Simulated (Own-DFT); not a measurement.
Simulation results for AlGa$_{3}$N$_{4}$ (wurtzite random alloy, atoms displaced)

All values are calculated (Own-DFT development build). A calculation, not a measurement: plane-wave density functional theory by an unreviewed code, no spin, of a simulated periodic cell, stress positive in tension, run twice, with PBE and with PBEsol, both on files made for PBE, so the change isn't that of files made for PBEsol, forces on such cells passed a denser k mesh, this cell's mesh not checked; the far tail of each file's local potential was reset to the Coulomb form; each entry is a single point on an unrelaxed cell, so the pressure reflects the starting lattice, mostly measured values (interpolated for alloys), from which strain is counted, and rises with the displacements; printed positions are rounded, which can move forces by about a meV/angstrom; the program, named Own-DFT, is a retired in-house code; no spin-orbit coupling; stress was not checked against mesh or cutoff.

## AlGa$_{3}$N$_{4}$ (wurtzite random alloy, atoms displaced)

```
AlGa3N4
1.0
      9.5092     0.0000     0.0000
     -4.7546     8.2353     0.0000
      0.0000     0.0000    10.2685
Al Ga N Al N Ga N Ga N Ga N Ga N Ga N Ga N Ga Al N Ga N Ga N Ga Al N Ga Al N Ga N Ga Al N Ga N Al Ga N Ga Al N
1 1 2 2 2 2 2 2 2 2 2 2 2 2 2 2 2 1 1 2 2 2 2 2 1 1 2 1 1 2 2 2 1 1 2 2 2 1 1 2 1 1 2
Direct
  0.10628 0.21845 0.99649
  0.22631 0.11150 0.24642
  0.11308 0.22115 0.18622
  0.22654 0.10847 0.43960
  0.11375 0.22849 0.50081
  0.22093 0.10848 0.74726
  0.11057 0.21798 0.68844
  0.22798 0.10983 0.94023
  0.10426 0.55369 0.99674
  0.21950 0.44131 0.24745
  0.11059 0.55505 0.19174
  0.21603 0.43447 0.44153
  0.11262 0.55654 0.49140
  0.22252 0.44224 0.74719
  0.11062 0.55845 0.68437
  0.22096 0.44094 0.94172
  0.11620 0.89082 0.00062
  0.21883 0.77051 0.24694
  0.10768 0.88496 0.18946
  0.22361 0.77968 0.43968
  0.11576 0.89237 0.49985
  0.22516 0.78093 0.75002
  0.11361 0.88840 0.68914
  0.22597 0.77739 0.93864
  0.44714 0.22242 0.00563
  0.56164 0.11443 0.24786
  0.43994 0.21953 0.19121
  0.55448 0.10643 0.43865
  0.44992 0.22176 0.50011
  0.55722 0.11317 0.74952
  0.44120 0.21943 0.69162
  0.55632 0.11623 0.94148
  0.44065 0.56236 0.00142
  0.55765 0.44159 0.25070
  0.44925 0.55976 0.18842
  0.54962 0.44122 0.43879
  0.44313 0.55601 0.50261
  0.54885 0.43873 0.75385
  0.44485 0.55798 0.68929
  0.55313 0.44646 0.94186
  0.44293 0.88577 0.00441
  0.55498 0.77581 0.25008
  0.43387 0.88014 0.18719
  0.55581 0.78139 0.43776
  0.44244 0.88337 0.49507
  0.55879 0.77842 0.75130
  0.44462 0.88421 0.69174
  0.55808 0.78116 0.93793
  0.78098 0.22204 0.99807
  0.88233 0.10729 0.25107
  0.78062 0.21432 0.18636
  0.88488 0.10750 0.43988
  0.78367 0.22952 0.49668
  0.89378 0.11556 0.74693
  0.77862 0.22173 0.68936
  0.88690 0.11208 0.94286
  0.77974 0.55081 0.99299
  0.89166 0.44816 0.24668
  0.78332 0.55699 0.19037
  0.88791 0.44083 0.44022
  0.77292 0.54731 0.50037
  0.89011 0.44892 0.75276
  0.77794 0.55184 0.68936
  0.88985 0.43760 0.93686
  0.78054 0.89985 0.00290
  0.88252 0.77457 0.24804
  0.77774 0.89715 0.18803
  0.88832 0.77861 0.43918
  0.77701 0.88938 0.50333
  0.88662 0.77847 0.74896
  0.77682 0.88887 0.68678
  0.88963 0.77807 0.93820
```

Settings of this run: functional PBE, then PBEsol, potential files PseudoDojo norm-conserving, scalar-relativistic, standard set, wave cutoff 42 hartree, occupations Fermi-Dirac, smearing width 0.1 eV and k mesh 4 x 4 x 3 centred on Gamma.

Results for AlGa$_{3}$N$_{4}$ (wurtzite random alloy, atoms displaced): PBE pressure 6.12 GPa; PBE stress xx -5.96 GPa; PBE stress yy -6.7 GPa; PBE stress zz -5.72 GPa; PBE stress yz 0.43 GPa; PBE stress xz 0.13 GPa; PBE stress xy 0 GPa; PBEsol pressure 1.25 GPa; PBEsol stress xx -1.05 GPa; PBEsol stress yy -1.81 GPa; PBEsol stress zz -0.89 GPa; PBEsol stress yz 0.43 GPa; PBEsol stress xz 0.11 GPa; PBEsol stress xy 0 GPa; rms change of force components from PBE to PBEsol 0.067 eV/Å.

Force:
```
force element  PBE force x (eV/Å)  PBE force y (eV/Å)  PBE force z (eV/Å)  PBEsol force x (eV/Å)  PBEsol force y (eV/Å)  PBEsol force z (eV/Å)
           Al               1.097               0.242               0.579                  1.104                  0.244                  0.568
           Ga              -1.204              -0.931               0.979                 -1.155                 -0.912                  0.953
            N              -1.259              -0.659              -0.417                 -1.124                 -0.577                 -0.306
            N              -1.373               1.367               0.041                 -1.234                  1.269                  0.003
           Al               0.291              -2.424              -0.253                  0.282                 -2.442                  -0.24
           Al                0.35              -0.205               0.637                  0.356                 -0.204                  0.642
            N               0.986               0.174              -0.606                  0.822                  0.246                 -0.491
            N              -1.681               0.736              -1.091                 -1.527                  0.649                 -0.968
           Ga               1.465               0.445               0.481                  1.444                  0.442                  0.464
           Ga               0.725              -0.077               0.195                   0.71                 -0.058                  0.186
            N              -0.752               -1.28              -0.573                 -0.592                 -1.165                 -0.608
            N               0.299               1.126              -0.609                  0.283                   1.32                 -0.669
           Ga              -0.153               0.044               1.215                 -0.152                  0.046                  1.207
           Ga              -0.692               0.557               0.458                 -0.677                  0.552                  0.448
            N               0.437              -0.465               0.316                  0.429                 -0.456                  0.319
            N              -0.604              -0.617              -0.396                 -0.586                 -0.444                 -0.436
           Ga              -0.445              -0.469              -0.083                  -0.42                 -0.462                 -0.071
           Ga              -0.819               1.169               0.822                 -0.787                  1.146                  0.797
            N               0.081               0.142              -0.015                  0.083                  0.142                 -0.024
            N              -0.115              -0.596              -0.769                 -0.106                 -0.593                 -0.756
           Ga              -0.587              -0.617               0.003                 -0.551                 -0.604                  0.003
           Ga               0.146              -0.501              -0.126                  0.145                 -0.488                 -0.131
            N              -1.454               0.438               0.586                 -1.299                  0.343                  0.473
            N              -0.576              -0.409                0.12                  -0.57                 -0.396                  0.119
           Ga              -0.531               0.402               -0.73                 -0.519                  0.371                 -0.713
           Ga              -0.625              -1.042               0.262                 -0.622                 -1.032                  0.258
            N               1.588               1.591               0.279                  1.547                  1.404                  0.213
            N               0.439               0.669              -0.245                  0.426                  0.665                 -0.246
           Ga              -0.629               -0.49               0.207                 -0.614                 -0.482                  0.205
           Ga                0.08              -0.704               0.262                  0.074                 -0.676                  0.255
            N                -0.5               -0.23              -0.276                 -0.345                  -0.14                  -0.32
            N               0.686              -0.712              -0.115                  0.672                  -0.69                 -0.112
           Ga                0.89              -0.461              -0.163                  0.861                 -0.445                 -0.149
           Al              -0.495                0.43              -0.291                 -0.493                  0.436                   -0.3
            N               0.514              -1.379               0.725                  0.379                 -1.272                  0.657
            N               0.495               0.369               -0.98                  0.493                  0.357                 -0.804
           Ga              -0.035               0.081              -0.525                 -0.031                  0.071                 -0.505
           Ga               0.414               0.552              -0.216                  0.415                  0.526                  -0.22
            N               0.321               0.512               0.506                  0.307                  0.342                  0.438
            N               0.186              -0.078               0.117                  0.193                 -0.084                  0.098
           Ga               0.158               0.734              -1.054                  0.145                    0.7                 -1.019
           Ga              -0.228               0.587              -0.044                 -0.233                  0.567                 -0.046
            N               1.133               1.191               0.762                  1.112                  1.161                  0.733
            N               0.614              -1.103               0.017                  0.593                  -1.08                  0.017
           Ga              -0.223               0.799               1.297                 -0.221                  0.785                  1.262
           Al              -0.471                0.16              -0.048                 -0.474                  0.155                  -0.05
            N               0.844               0.375              -0.417                  0.681                  0.439                 -0.457
            N                0.86               0.628              -0.353                  0.712                  0.538                 -0.231
           Ga              -0.951              -0.539               0.329                 -0.933                  -0.53                  0.315
           Al               1.541               0.551               0.474                  1.547                  0.549                  0.495
            N              -0.386               1.938               0.722                  -0.54                  1.864                  0.597
            N               1.201               1.167              -0.727                  1.059                  1.079                 -0.604
           Ga              -0.228              -1.971               0.878                 -0.223                  -1.93                  0.874
           Ga              -0.761              -0.746               0.489                  -0.76                 -0.714                  0.463
            N              -0.033               0.525              -0.147                  -0.03                  0.512                 -0.138
            N               1.519              -0.363              -0.837                   1.34                 -0.252                  -0.92
           Ga              -0.879               0.791                0.77                 -0.858                  0.782                  0.758
           Al               0.074              -0.912               0.559                  0.073                 -0.921                  0.555
            N               -0.61              -1.756              -0.228                 -0.622                 -1.558                 -0.312
            N              -0.197               1.183              -2.112                 -0.193                  1.145                 -1.934
           Ga              -0.099               1.153              -0.015                 -0.092                  1.115                  0.007
           Ga               0.711              -0.646              -1.262                   0.69                 -0.642                 -1.239
            N              -1.068               1.137               0.456                 -1.035                  0.973                  0.403
            N               -0.71               0.616               0.361                 -0.699                  0.614                  0.349
           Al               0.372               -1.72              -0.428                  0.366                 -1.741                 -0.419
           Ga               0.284               1.031               0.403                  0.291                  1.003                  0.392
            N               0.296              -0.482              -0.508                  0.286                  -0.65                 -0.397
            N               0.085              -0.587               0.083                  0.077                 -0.571                  0.075
           Ga               0.213              -0.176              -0.794                  0.197                 -0.158                 -0.773
           Al               0.562              -0.152              -0.032                  0.576                 -0.162                 -0.046
            N               0.223              -0.685               1.561                  0.222                 -0.522                   1.41
            N              -0.808               0.573              -0.465                 -0.679                  0.495                 -0.358
```
